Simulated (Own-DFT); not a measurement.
# One cell, two functionals

These are calculations, not measurements. They come from Own-DFT, an in-house plane-wave density functional program, since retired, whose code no person has reviewed. Each row is one single-point run on a periodic cell that was not relaxed, without spin or spin-orbit coupling.

Known limits, some of them of some rows only: a neutral cation vacancy leaves holes that likely carry spin, which these runs leave out; not probed for a lower state with spin; hafnium file: forces about 75 meV/angstrom off all-electron values; oxygen file: force components 24 meV/angstrom off all-electron in a glass; forces on such cells passed a denser k mesh, each cell not checked; stress not checked against mesh or cutoff.

Each cell was run twice at the same cutoff, k mesh and smearing, with PBE and with PBEsol, on PseudoDojo norm-conserving files made for PBE. Atoms were moved at random from their sites; u is the rms move along one axis. Files made for PBEsol would give a somewhat different change.

```
cell,atoms,volume (Å³/atom),u (Å),cutoff (hartree),P with PBE (GPa),P with PBEsol (GPa),change (GPa)
diamond-structure SiGe in clusters (Ge16Si48),64,20.66,0.030,42,2.44,0.66,-1.78
diamond-structure SiGe in clusters (Ge16Si48),64,20.66,0.032,42,2.51,0.72,-1.79
diamond-structure SiGe in clusters (Ge16Si48),64,20.66,0.028,42,2.44,0.66,-1.79
diamond-structure SiGe with randomly placed atoms (Ge16Si48),64,20.66,0.061,42,3.17,1.37,-1.80
diamond-structure SiGe with randomly placed atoms (Ge16Si48),64,20.66,0.058,42,2.91,1.13,-1.79
diamond-structure SiGe with randomly placed atoms (Ge16Si48),64,20.66,0.000,42,2.21,0.42,-1.79
monoclinic HfO2 with one Hf vacancy (Hf31O64),95,11.65,0.075,72,8.35,2.00,-6.35
monoclinic HfO2 with one Hf vacancy (Hf31O64),95,11.65,0.031,72,3.82,-2.50,-6.32
monoclinic HfO2 with one Hf vacancy (Hf31O64),95,11.65,0.031,72,3.89,-2.43,-6.32
wurtzite AlGaN with randomly placed atoms (Al9Ga27N36),72,11.00,0.050,42,10.83,5.80,-5.03
wurtzite AlGaN with randomly placed atoms (Al9Ga27N36),72,10.95,0.050,42,11.94,6.89,-5.06
wurtzite AlGaN with randomly placed atoms (Al9Ga27N36),72,10.84,0.050,42,13.82,?,?
```

## Worked reading

Mean change of pressure by composition, in GPa: Hf31O64, -6.33; AlGa3N4, -5.04; GeSi3, -1.79. At a fixed cell PBEsol gives the lower pressure, because it favours a smaller volume than PBE. Here the change varies more between materials than between cells of one material.

## Withheld value

Question: what PBEsol pressure should the Al9Ga27N36 cell with the blank give?

Adding the mean change of the cells with its composition, -5.04 GPa, to 13.82 gives 8.8 GPa. The calculation gave 8.68 GPa.
